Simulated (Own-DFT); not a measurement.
# Point defects and the pressure they add: zincblende InP

Source: density functional calculations with Own-DFT, an unreviewed in-house program that is no longer used. Nothing was measured or relaxed, and spin and spin-orbit coupling are left out.

All runs used: PBE; PseudoDojo norm-conserving scalar-relativistic files; cutoff 36 hartree; 2 x 3 x 3 k mesh centred on Gamma; Fermi-Dirac smearing of 0.1 eV.

Keep in mind (not all hold for every row): not probed for a lower state with spin; forces on such cells failed a check on a denser k mesh; forces not confirmed at this smearing and k mesh; stress not checked against mesh or cutoff.

All runs share one cell, with vectors in Å (17.606, 0.000, 0.000); (0.000, 11.737, 0.000); (0.000, 0.000, 11.737) and a volume of 2425.5 Å³. Atoms were moved at random from their sites; u is the rms move along one axis. The defect's site can differ from row to row.

| cell | formula | u (Å) | P (GPa) |
|---|---|---|---|
| no defect | In48P48 | 0.0193 | 3.19 |
| no defect | In48P48 | 0.0202 | 3.21 |
| no defect | In48P48 | 0.0499 | 3.65 |
| one P on an In site | In47P49 | 0.0290 | 3.15 |
| one P on an In site | In47P49 | 0.0459 | 3.36 |
| one P on an In site | In47P49 | 0.0466 | 3.40 |
| two P on an In site each | In46P50 | 0.0302 | 2.99 |
| two P on an In site each | In46P50 | 0.0309 | 3.00 |
| two P on an In site each | In46P50 | 0.0508 | 3.28 |
| two P vacancies | In48P46 | 0.0486 | 3.34 |
| two P vacancies | In48P46 | 0.0507 | 3.32 |
| two P vacancies | In48P46 | 0.0516 | 3.36 |
| one In on a P site | In49P47 | 0.0296 | 3.87 |
| one In on a P site | In49P47 | 0.0301 | 3.87 |
| one In on a P site | In49P47 | 0.0462 | 4.05 |
| one In on a P site | In49P47 | 0.0496 | ? |

## Working it out

P = P0 + c u² + a shift for each defect gives P0 = 3.15 GPa, c = 183 ± 11 GPa/Å² and a scatter of 0.03 GPa. The shifts, and each times the cell's volume:

- one In on a P site: 0.54 ± 0.02 GPa, 8.2 eV
- one P on an In site: -0.16 ± 0.02 GPa, -2.4 eV
- two P vacancies: -0.28 ± 0.03 GPa, -4.2 eV (-2.1 eV for each of its 2 sites)
- two P on an In site each: -0.33 ± 0.02 GPa, -5.0 eV (-2.5 eV for each of its 2 sites)

A positive shift means that the defect pushes the cell outwards. Shift times volume (160.2 GPa Å³ is 1 eV) depends little on the cell's size, so, taken for each site, it can be compared between cells at like pressure. The atoms around the defects weren't relaxed, which would change these numbers.

## The run left out

Asked: what pressure belongs in the blank (one In on a P site, u = 0.0496 Å)?

Estimate: 4.14 ± 0.03 GPa. DFT gave 4.22 GPa.
